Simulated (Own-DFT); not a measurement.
## Calculated data, Hf36O71 (tetragonal hafnia with one neutral oxygen vacancy, atoms displaced)

Computed with Own-DFT development build. A calculation, not a measurement: plane-wave PBE and HSE06 DFT by an unreviewed code, no spin, of a simulated cell at Gamma alone, so results move with cell size and shape, stress positive in tension, energies less offsets, not probed for a lower state with spin; hafnium file: forces about 75 meV/angstrom off all-electron values; oxygen file: force components 24 meV/angstrom off all-electron in a glass; k mesh not checked against a denser one; forces and stress are PBE's, HSE06 gives the energy alone, and its difference from PBE has offsets of its own; offsets are fitted by least squares, one for each functional and potential file, so energies compare only between cells with the same atoms and settings and are not formation energies; the far tail of each file's local potential was reset to the Coulomb form; each entry is a single point on an unrelaxed cell, so the pressure reflects the starting lattice, taken from the Materials Project, from which strain is counted, and rises with the displacements; printed positions are rounded, which can move forces by about a meV/angstrom; the program is a retired in-house code; no spin-orbit coupling.

Settings shared by all entries: first functional PBE; second functional HSE06; exact exchange share 0.25; screening 0.11 1/bohr; exchange divergence Gygi-Baldereschi; potential files PseudoDojo norm-conserving, scalar-relativistic, made for PBE, standard set; wave cutoff 48 hartree; occupations fixed; k mesh 1 x 1 x 1 centred on Gamma.

(1) Hf36O71 (tetragonal hafnia with one neutral oxygen vacancy, atoms displaced)

```
cell vectors (Å)
  10.7800     0.0000     0.0000
   0.0000    10.7800     0.0000
   0.0000     0.0000    10.4493
atoms (fractions of the cell vectors)
Hf  0.99807  0.99857  0.00456
Hf  0.16463  0.17089  0.24925
O   0.00147  0.16888  0.15328
O   0.16721  0.00391  0.34883
O   0.99979  0.16576  0.40533
O   0.16733  0.00282  0.09946
Hf  0.00121  0.00117  0.50060
Hf  0.16538  0.16315  0.74898
O   0.00110  0.16631  0.65463
O   0.16527  0.00205  0.85179
O   0.00229  0.16934  0.90056
O   0.16162  0.00420  0.59808
Hf  0.00044  0.33626  0.00688
Hf  0.16403  0.49801  0.24867
O   0.00222  0.49840  0.15179
O   0.17135  0.33160  0.35389
O   0.00086  0.50304  0.39918
O   0.16954  0.33234  0.09946
Hf  0.00299  0.33279  0.50063
Hf  0.16338  0.49683  0.74788
O   0.99742  0.50364  0.65301
O   0.16531  0.33415  0.84924
O   0.00220  0.50607  0.90187
O   0.16935  0.33210  0.60274
Hf  0.99882  0.66665  0.99476
Hf  0.16985  0.82953  0.25481
O   0.00510  0.83395  0.15333
O   0.17085  0.66327  0.34831
O   0.99891  0.83545  0.40522
O   0.16591  0.66737  0.10424
Hf  0.99981  0.66565  0.49685
Hf  0.16739  0.83377  0.74746
O   0.00296  0.82789  0.65263
O   0.16468  0.66510  0.84558
O   0.99377  0.83415  0.90520
O   0.16619  0.66565  0.59970
Hf  0.33378  0.00058  0.00122
Hf  0.50042  0.16783  0.25355
O   0.33745  0.16796  0.15232
O   0.49778  0.00130  0.34431
O   0.33538  0.16956  0.40042
O   0.49881  0.00270  0.09900
Hf  0.33571  0.99783  0.49942
Hf  0.49927  0.16762  0.75003
O   0.33224  0.16831  0.64365
O   0.50061  0.00070  0.84489
O   0.33245  0.16954  0.90129
O   0.49942  0.99696  0.59725
Hf  0.33515  0.33629  0.00378
Hf  0.50071  0.50219  0.25006
O   0.33600  0.49932  0.15073
O   0.50045  0.33184  0.34903
O   0.50100  0.33417  0.09515
Hf  0.33514  0.32890  0.50096
Hf  0.50527  0.49686  0.74788
O   0.33359  0.49812  0.64578
O   0.49926  0.33190  0.84371
O   0.33481  0.50212  0.90266
O   0.49865  0.33218  0.59801
Hf  0.33054  0.66710  0.99864
Hf  0.50210  0.82982  0.25590
O   0.33365  0.83347  0.15137
O   0.49969  0.66704  0.34806
O   0.33369  0.83435  0.40514
O   0.49785  0.66538  0.09566
Hf  0.33616  0.66580  0.49898
Hf  0.49609  0.82934  0.74816
O   0.33229  0.83699  0.65092
O   0.50159  0.66460  0.84905
O   0.33355  0.83045  0.90062
O   0.49911  0.66468  0.60259
Hf  0.66530  0.00064  0.00601
Hf  0.83199  0.16726  0.25177
O   0.66452  0.17081  0.15204
O   0.83191  0.99759  0.35221
O   0.66917  0.16517  0.40300
O   0.83414  0.99996  0.09682
Hf  0.66289  0.00620  0.50206
Hf  0.83210  0.16852  0.75335
O   0.66899  0.16658  0.65343
O   0.82831  0.00144  0.84326
O   0.66639  0.16307  0.90418
O   0.83104  0.00139  0.59941
Hf  0.66106  0.33276  0.00256
Hf  0.83482  0.50292  0.25295
O   0.66682  0.50254  0.14407
O   0.82886  0.33495  0.34723
O   0.66342  0.49977  0.40055
O   0.83015  0.32993  0.09903
Hf  0.66286  0.33516  0.50133
Hf  0.82743  0.49594  0.75124
O   0.66913  0.49783  0.65632
O   0.83060  0.33345  0.84655
O   0.66649  0.49609  0.90466
O   0.83484  0.33105  0.59975
Hf  0.66753  0.66710  0.99782
Hf  0.83305  0.83484  0.24741
O   0.66918  0.83191  0.14723
O   0.83157  0.66971  0.34583
O   0.65964  0.83080  0.39993
O   0.83589  0.66862  0.10311
Hf  0.66464  0.67042  0.50241
Hf  0.83252  0.83162  0.75209
O   0.66874  0.83407  0.64956
O   0.83667  0.66334  0.85231
O   0.67053  0.83616  0.89944
O   0.83283  0.66776  0.59713
```

* PBE energy of cell above offsets: -101.201 eV
* HSE06 less PBE above offsets: -0.162 eV
* PBE pressure: 0.32 GPa
* PBE stress xx: 0.04 GPa
* PBE stress yy: -0.42 GPa
* PBE stress zz: -0.56 GPa
* PBE stress yz: 0.21 GPa
* PBE stress xz: -0.37 GPa
* PBE stress xy: -0.04 GPa

Force:
```tsv
element	x (eV/Å)	y (eV/Å)	z (eV/Å)
Hf	1.125	0.487	-0.902
Hf	1.155	-1.166	0.038
O	-0.667	0.156	0.161
O	0.074	-0.468	-0.107
O	-0.163	0.784	-0.504
O	0.008	0.109	-0.173
Hf	-0.973	-0.227	0.36
Hf	0.083	0.726	0.586
O	-0.437	0.227	-0.303
O	0.172	-0.923	-0.436
O	-0.413	-0.187	0.932
O	1.277	-0.402	0.213
Hf	-0.124	-0.391	-1.36
Hf	1.114	0.314	0.151
O	-0.804	-0.419	-0.031
O	-0.292	0.835	-0.317
O	-0.146	-0.923	-0.119
O	-0.419	0.139	0.47
Hf	-0.141	0.004	0.801
Hf	0.47	0.112	0.076
O	-0.099	-0.428	-0.297
O	-0.01	0.051	-0.004
O	-0.09	-1.74	0.214
O	-0.785	0.243	-0.636
Hf	0.199	0.528	0.897
Hf	-0.215	0.864	-0.805
O	-0.589	0.38	0.385
O	0.277	-0.047	0.412
O	0.39	-0.638	-0.343
O	0.071	-0.252	-0.702
Hf	0.083	0.722	1.283
Hf	-0.402	-0.175	0.513
O	-0.526	0.344	0.312
O	0.145	0.636	0.269
O	0.151	0.252	-0.274
O	0.568	0.123	-0.853
Hf	-0.305	0.236	-0.168
Hf	-0.616	-0.309	-0.702
O	-0.61	0.179	0.111
O	0.108	-0.331	0.704
O	0.216	-0.964	0.041
O	0.299	-0.232	-0.158
Hf	-0.94	1.28	0.011
Hf	-0.298	-0.675	0.077
O	0.475	-0.385	0.853
O	-0.322	-0.43	0.039
O	0.261	-0.287	0.107
O	-0.035	0.216	-0.108
Hf	-0.426	-0.301	-1.007
Hf	0.119	-0.333	-0.352
O	-0.562	-0.218	0.951
O	-0.022	0.751	0.017
O	-0.452	0.111	0.649
Hf	-0.655	0.982	-0.075
Hf	-1.781	0.494	0.597
O	0.31	0.207	0.341
O	0.228	0.232	0.417
O	0.002	-0.426	-0.074
O	0.759	0.084	0.109
Hf	-0.007	-0.115	0.411
Hf	-0.028	0.811	-1.508
O	0.15	0.034	0.551
O	-0.569	-0.53	0.496
O	0.1	-0.458	-0.415
O	0.401	0.235	0.283
Hf	-1.012	-1.422	0.344
Hf	0.907	0.627	0.666
O	-0.036	0.046	-0.128
O	0.343	0.087	-0.403
O	0.079	0.543	-0.11
O	0.251	0.251	-0.431
Hf	-0.228	-0.264	-1.247
Hf	-0.109	0.089	0.003
O	0.434	-0.449	0.461
O	-0.162	0.402	-0.855
O	-0.264	0.817	-0.09
O	-0.312	0.184	0.707
Hf	1.368	-1.229	0.322
Hf	0.676	-0.639	-0.279
O	-1.085	0.108	-0.295
O	0.531	-0.243	0.553
O	-0.183	0.759	0.081
O	0.375	-0.119	-0.464
Hf	1.291	-0.418	-0.376
Hf	-0.683	-0.024	-0.834
O	0.341	-0.031	1.194
O	0.369	-0.126	0.105
O	0.162	0.423	0.411
O	0.521	0.117	-0.109
Hf	0.957	-0.31	-0.294
Hf	1.797	0.324	0.397
O	-0.717	-0.08	-1.124
O	0.161	0.247	0.523
O	-0.121	0.637	-0.748
O	-0.25	0.311	-0.638
Hf	-0.036	0.036	0.402
Hf	0.658	-0.154	0.037
O	-0.703	0.144	0.576
O	0.03	-0.25	0.467
O	-0.054	0.599	0.147
O	-0.057	-0.133	-0.621
Hf	0.713	0.153	-0.125
Hf	0.142	0.534	-0.238
O	-0.779	-0.495	0.185
O	-0.642	0.107	-0.373
O	-0.184	-0.537	0.34
O	-0.353	-0.127	-0.242
```

(2) Hf36O71 (tetragonal hafnia with one neutral oxygen vacancy, atoms displaced)

```
cell vectors (Å)
  10.7800     0.0000     0.0000
   0.0000    10.7800     0.0000
   0.0000     0.0000    10.4493
atoms (fractions of the cell vectors)
Hf  0.00111  0.00182  0.00024
Hf  0.16726  0.16352  0.25110
O   0.00370  0.16746  0.15548
O   0.17236  0.00093  0.34577
O   0.00164  0.16848  0.40400
O   0.16940  0.99824  0.10015
Hf  0.00033  0.00569  0.49618
Hf  0.16578  0.16531  0.74674
O   0.00091  0.16407  0.65252
O   0.16211  0.00234  0.84425
O   0.00365  0.16756  0.90063
O   0.16091  0.99453  0.59893
Hf  0.99992  0.33627  0.99335
Hf  0.16666  0.49644  0.24598
O   0.99431  0.50437  0.15775
O   0.16425  0.33354  0.34911
O   0.00490  0.50051  0.39934
O   0.16379  0.33232  0.10145
Hf  0.00092  0.33266  0.49851
Hf  0.16735  0.50391  0.75447
O   0.99330  0.49611  0.64437
O   0.16904  0.33410  0.84729
O   0.99592  0.49644  0.90687
O   0.16944  0.33467  0.59976
Hf  0.99695  0.66224  0.00331
Hf  0.16766  0.83528  0.25106
O   0.99520  0.83713  0.15862
O   0.16999  0.66172  0.34506
O   0.99956  0.83467  0.39737
O   0.16824  0.66821  0.09580
Hf  0.99836  0.66421  0.50053
Hf  0.16405  0.83126  0.74544
O   0.00380  0.83288  0.65134
O   0.16172  0.66475  0.84748
O   0.00468  0.83142  0.90203
O   0.16506  0.66743  0.60142
Hf  0.33451  0.99856  0.99934
Hf  0.49925  0.16105  0.25617
O   0.33455  0.16983  0.15270
O   0.50003  0.99851  0.34831
O   0.32728  0.16548  0.40200
O   0.50448  0.00479  0.09640
Hf  0.33760  0.00265  0.50203
Hf  0.49845  0.17086  0.74859
O   0.33244  0.16652  0.65536
O   0.49868  0.00063  0.85062
O   0.33366  0.16162  0.90009
O   0.49770  0.00158  0.60236
Hf  0.33172  0.33356  0.00143
Hf  0.50002  0.50088  0.25147
O   0.33591  0.50546  0.15609
O   0.49609  0.33115  0.34554
O   0.33265  0.50169  0.40282
O   0.49737  0.33373  0.09398
Hf  0.33281  0.33342  0.50192
Hf  0.50113  0.50109  0.74602
O   0.33748  0.50067  0.65137
O   0.49573  0.33232  0.85123
O   0.33481  0.50314  0.90060
O   0.49743  0.33462  0.59686
Hf  0.33691  0.66309  0.00185
Hf  0.49418  0.83582  0.24778
O   0.32327  0.83710  0.15689
O   0.49639  0.67106  0.34588
O   0.33776  0.83466  0.40300
O   0.49914  0.66665  0.09733
Hf  0.33403  0.66421  0.50221
Hf  0.50350  0.82956  0.75489
O   0.32862  0.83633  0.64696
O   0.50012  0.66461  0.84584
O   0.33386  0.83488  0.90291
O   0.50350  0.66955  0.59748
Hf  0.66858  0.00183  0.00023
Hf  0.83197  0.16901  0.24976
O   0.83097  0.00170  0.34714
O   0.66414  0.16473  0.40427
O   0.83566  0.00018  0.09664
Hf  0.66412  0.00202  0.50254
Hf  0.83386  0.16573  0.75026
O   0.66799  0.16693  0.64851
O   0.83317  0.99840  0.84517
O   0.66524  0.16413  0.90686
O   0.83221  0.00044  0.59852
Hf  0.66457  0.33220  0.99959
Hf  0.82676  0.49834  0.24565
O   0.66704  0.50404  0.15209
O   0.83454  0.32974  0.34394
O   0.66881  0.49567  0.39801
O   0.83001  0.33031  0.09549
Hf  0.66793  0.33618  0.50029
Hf  0.83120  0.50078  0.75106
O   0.66367  0.50111  0.64974
O   0.83485  0.33455  0.84605
O   0.67173  0.50262  0.90943
O   0.82970  0.33747  0.59460
Hf  0.67008  0.66940  0.99835
Hf  0.83470  0.83606  0.24751
O   0.67020  0.83104  0.15317
O   0.82747  0.66325  0.34538
O   0.66832  0.83394  0.40455
O   0.83750  0.66713  0.10199
Hf  0.66691  0.66519  0.49733
Hf  0.83242  0.83337  0.75115
O   0.66539  0.83621  0.65574
O   0.83133  0.66825  0.84693
O   0.66822  0.83830  0.90208
O   0.83440  0.66209  0.60024
```

* PBE energy of cell above offsets: -100.770 eV
* HSE06 less PBE above offsets: -0.131 eV
* PBE pressure: 1.04 GPa
* PBE stress xx: -0.67 GPa
* PBE stress yy: -0.76 GPa
* PBE stress zz: -1.69 GPa
* PBE stress yz: 0.15 GPa
* PBE stress xz: -0.14 GPa
* PBE stress xy: 0.1 GPa

Force:
```tsv
element	x (eV/Å)	y (eV/Å)	z (eV/Å)
Hf	0.798	-0.523	-0.097
Hf	0.323	0.689	-0.253
O	-0.896	-0.29	-0.246
O	-0.473	-0.267	0.529
O	0.067	-0.221	-0.256
O	-0.66	0.279	-0.518
Hf	-0.373	-1.484	0.457
Hf	0.079	-0.164	0.733
O	-0.721	0.485	-0.283
O	0.196	-0.508	0.3
O	-0.518	0.235	0.145
O	1.029	0.824	-0.624
Hf	-0.022	-1.784	1.536
Hf	-0.709	0.422	1.02
O	0.825	-0.318	-1.043
O	0.25	-0.188	-0.051
O	-0.342	-0.322	0.555
O	0.334	0.742	-0.718
Hf	0.381	1.261	0.04
Hf	-0.056	-0.514	-1.262
O	1.033	0.165	1.469
O	-0.153	0.287	0.251
O	0.134	1.231	-1.143
O	-0.516	-0.053	-0.185
Hf	1.115	1.181	0.072
Hf	-1.667	-0.756	0.867
O	1.439	-0.08	-1.245
O	0.055	0.895	0.183
O	-0.016	-0.235	0.992
O	-0.496	-0.319	-0.24
Hf	0.337	0.288	-0.71
Hf	0.249	0.662	0.529
O	-1.687	-0.315	-0.025
O	0.17	-0.121	0.095
O	-0.551	0.109	0.644
O	0.198	-0.595	-0.364
Hf	-0.076	0.405	-0.292
Hf	0.421	1.036	-1.193
O	-0.061	-0.124	0.087
O	-0.178	0.019	0.424
O	0.568	0.377	0.471
O	-0.547	-0.153	0.735
Hf	-1.314	-1.186	0.262
Hf	-0.006	-1.142	0.581
O	0.217	0.012	-0.733
O	0.254	-0.085	-0.562
O	-0.131	1.047	0.47
O	0.507	0.2	-0.365
Hf	-0.066	-0.95	-0.331
Hf	0.044	-0.16	0.136
O	-0.219	-0.386	-0.776
O	0.06	0.24	0.064
O	0.411	-0.731	0.233
O	0.633	0.105	0.348
Hf	-0.479	0.192	-0.843
Hf	-0.468	-0.456	0.564
O	-0.711	0.294	0.229
O	0.446	0.648	-0.714
O	-0.318	-0.508	0.209
O	0.678	-0.204	0.293
Hf	-0.893	0.742	-0.166
Hf	0.574	-0.549	0.247
O	2.771	-0.066	-0.959
O	0.435	-0.81	0.079
O	-0.139	-0.073	0.042
O	0.452	0.449	-0.148
Hf	-0.463	0.969	-0.487
Hf	-1.171	1.379	-0.669
O	1.146	-0.393	0.827
O	0.3	0.024	0.41
O	0.147	-0.885	0.208
O	-0.439	-0.186	0.056
Hf	-0.033	-0.271	0.372
Hf	-0.173	-0.741	-0.645
O	0.15	0.428	-0.088
O	-0.131	0.693	-0.484
O	-0.49	0.548	-0.113
Hf	0.665	-0.714	0.02
Hf	0.074	-0.332	-0.394
O	-0.279	0.198	0.848
O	0.215	0.611	0.344
O	0.317	0.892	-0.208
O	0.274	0.043	-0.24
Hf	-0.279	-0.025	0.388
Hf	0.871	0.317	1.009
O	-0.922	-0.062	-0.386
O	-0.119	0.568	0.484
O	-0.523	0.556	0.303
O	0.298	-0.251	-0.111
Hf	-0.369	-0.907	-0.279
Hf	0.163	0.043	-0.806
O	0.428	-0.198	0.25
O	-0.189	-0.479	-0.148
O	-0.169	-0.364	-0.938
O	0.452	-0.378	0.157
Hf	0.042	0.32	0.999
Hf	-0.491	-0.342	1.38
O	-1.107	0	-0.341
O	0.129	0.312	0.359
O	-0.264	-0.032	0.387
O	-1.052	-0.003	-0.822
Hf	0.715	0.657	-0.451
Hf	0.787	0.364	-0.769
O	0.343	-0.24	-0.09
O	0.055	-0.286	0.498
O	-0.221	-1.137	-0.103
O	-0.696	0.423	-0.272
```
